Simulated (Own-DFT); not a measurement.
# Strain and stress in wurtzite GaN, 72 atoms (Ga36N36)

All numbers below are calculated, not measured. They come from Own-DFT, an in-house plane-wave density functional program, since retired, whose code no person has reviewed. Each row is one single-point run on a periodic cell that was not relaxed, without spin or spin-orbit coupling.

Settings of every run: PBE; PseudoDojo norm-conserving scalar-relativistic files (stringent for Ga); cutoff 96 hartree; 4 x 4 x 3 k mesh centred on Gamma; Gaussian smearing of 0.01 eV.

Known limits: forces not confirmed at this smearing and k mesh; stress not checked against mesh or cutoff.

Unstrained cell vectors in Å: (9.567, 0.000, 0.000); (-4.783, 8.285, 0.000); (0.000, 0.000, 10.370). The unstrained cell has measured lattice constants (interpolated for alloys), not those of this functional. That, the random moves and any unrelaxed bonds set the pressure at no strain. Each run strains this cell uniformly, with the atoms carried along. Every atom was also moved at random, by a Gaussian of width 0.05 Å on each axis. Strain is the symmetric tensor, in per cent. Stress is positive in tension, and the pressure is minus a third of its trace.

```
run  e_xx (%)  e_yy (%)  e_zz (%)  e_yz (%)  e_xz (%)  e_xy (%)  s_xx (GPa)  s_yy (GPa)  s_zz (GPa)  s_yz (GPa)  s_xz (GPa)  s_xy (GPa)  P (GPa)  E (meV/atom)
  1      0.77      0.93      1.94      1.95      0.21      0.48       -3.22       -2.16        2.97        4.83        1.29        0.37     0.80          15.5
  2     -1.18     -0.45     -1.98     -0.30     -0.67     -1.13      -16.11      -11.78      -19.22       -0.01       -1.93       -5.07    15.71          66.5
  3      1.48      0.52      0.43     -0.20      0.23     -1.34       -1.21       -3.25       -3.05       -0.30        0.81       -3.35     2.50           8.8
  4     -0.89      1.26      1.48      0.36      1.50     -1.53       -9.38       -4.27       -0.41        0.47        1.81       -6.93     4.69          39.5
  5     -0.31     -0.55     -0.31      1.75      0.43      1.65       -9.20      -11.58       -9.70        3.75        0.82        5.55    10.16          50.2
  6      1.98      1.83     -0.61      1.99     -0.02     -1.46        2.76        1.13       -9.16        3.69       -0.04       -4.28     1.75          26.7
  7     -1.85      1.40     -0.11      0.93     -1.15      1.83      -14.48       -3.18       -8.82        1.50       -1.95        6.22     8.83          42.7
  8     -0.68      0.57      0.88      1.24     -1.67      0.67       -8.87       -6.52       -2.53        3.48       -4.00        1.98     5.97          19.8
  9     -1.29      0.38      1.95     -0.18     -1.89     -1.30      -10.63       -5.37        1.22        0.02       -2.41       -4.02     4.93          10.2
 10      0.38      1.19      0.55      1.88     -0.11      0.53       -3.39       -0.83       -4.41        3.77       -0.16        0.91     2.88           0.0
 11     -1.47     -0.26     -0.09     -1.68     -1.58     -1.25      -12.35       -9.95      -10.82       -3.08       -3.30       -3.92    11.04          37.9
 12      0.55      1.80      1.15      1.71      0.02     -0.63       -2.18        0.39       -0.76        3.88        0.11       -2.40     0.85          11.4
 13     -0.83      0.45     -1.78      0.59      1.52     -1.34      -13.03       -8.15      -15.31       -0.01        3.41       -5.34    12.17          44.7
 14     -1.16     -1.09      1.24      0.43     -0.62     -1.65      -10.26      -13.04       -4.06        0.36       -0.82       -4.85     9.12          29.6
 15      0.28     -1.40      0.04      1.83     -1.52      0.89       -8.13      -13.33       -9.71        4.61       -3.35        4.24    10.39          53.8
 16      1.23      0.74     -1.42     -0.61      1.64     -1.88       -1.69       -5.08      -12.52       -1.08        3.11       -5.72     6.43          30.3
 17     -0.28     -0.31     -1.75      0.77     -0.09     -1.58           ?           ?           ?           ?           ?           ?        ?             ?
```

E is the free energy for each atom above the lowest run shown.

## Worked fit

Each stress component was fitted by least squares to a constant and the strains of the runs shown, as fractions, with shears doubled. Shear strains stay in the fit of a normal stress only where such slopes are resolved. The slopes, in GPa:

| stress | at no strain | per e_xx | per e_yy | per e_zz | scatter |
|---|---|---|---|---|---|
| s_xx | -7.4 | 423 ± 28 | 80 ± 34 | 97 ± 25 | 1.18 |
| s_yy | -7.9 | 94 ± 21 | 416 ± 26 | 60 ± 19 | 0.90 |
| s_zz | -7.9 | 72 ± 22 | 93 ± 27 | 480 ± 20 | 0.94 |

Each shear stress against twice its own strain: yz 90 ± 10, xz 95 ± 10, xy 171 ± 13 GPa. These are stiffnesses along x, y and z of the frame in which the cell vectors are given, which need not be the crystal's axes. The atoms are held to the strained lattice; where symmetry lets them move under strain, relaxing them would lower some slopes. The table should be nearly symmetric about its diagonal, and what it lacks of that shows the noise. A ninth of its sum, 202 ± 6 GPa, estimates the bulk modulus near the mean pressure of these runs, 6.8 GPa, so it lies above the value at zero pressure.

## Withheld run

Question: what normal stresses and pressure should run 17 give?

The fit gives s_xx = -10.5, s_yy = -10.5, s_zz = -16.8 and P = 12.6 GPa. The calculation gave -10.46, -10.39, -15.99 and P = 12.28 GPa.
